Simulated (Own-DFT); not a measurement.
# Biaxial strain at fixed height in grey tin, 32 atoms (Sn32)

No measurement is shown. These are fixed-geometry runs of a retired plane-wave code named Own-DFT, which no person has reviewed; spin and spin-orbit coupling are neglected.

Settings: PBE; PseudoDojo norm-conserving scalar-relativistic files; cutoff 42 hartree; 3 x 3 x 5 k mesh centred on Gamma; cold (Marzari-Vanderbilt) smearing of 0.2 eV.

Keep in mind: forces on such cells failed a check on a denser k mesh; stress not checked against mesh or cutoff.

Unstrained cell vectors in Å: (12.978, 0.000, 0.000); (0.000, 12.978, 0.000); (0.000, 0.000, 6.489). The unstrained cell has measured lattice constants (interpolated for alloys), not those of this functional. That, the random moves and any unrelaxed bonds set the pressure at no strain. Each run strains x and y alike by e, as a substrate would, and holds the height along z. Each atom got a random Gaussian move of width 0.05 Å along each axis. Stress is positive in tension.

```
e (%)  u (Å)  (s_xx + s_yy)/2 (GPa)  s_zz (GPa)
-3.00  0.052                  -7.60       -6.84
-3.00  0.047                  -7.56       -6.75
-2.25  0.051                  -6.49       -5.71
-2.25  0.046                  -6.35       -5.65
-1.75  0.047                  -5.71       -5.21
-1.75  0.048                  -5.75       -5.21
-0.75  0.046                  -4.44       -4.18
-0.75  0.049                  -4.45       -4.24
-0.25  0.042                  -3.85       -3.70
-0.25  0.043                  -3.83       -3.71
 0.50  0.051                  -3.06       -3.18
 0.50  0.053                  -3.05       -3.12
 1.50  0.046                      ?           ?
 2.00  0.053                  -1.52       -2.05
 2.00  0.055                  -1.56       -2.10
```

## Worked fit

With e as a fraction, the in-plane stress is -3.6 + 113 e - 659 e² GPa (errors 1 and 47, scatter 0.04), and s_zz is -3.5 + 85 e - 739 e² GPa (slope ± 1, scatter 0.07). At e = 0 the first slope is C11 + C12 and the second 2 C12, both with the ions held to the strained lattice and at the cell's own pressure. The term in e² is negative: the layer stiffens under compression and softens under tension. A free layer would change its height as e changes, and the in-plane slope would drop by 2 C12²/C11 to the biaxial modulus. At fixed height, a misfit of 1 % moves the in-plane stress by about 1.1 GPa and s_zz by 0.9 GPa.

## Prediction

Asked: what are the two stresses at e = 1.50 %?

Estimate: -2.0 and -2.4 GPa. The run itself gave -2.02 and -2.33 GPa.
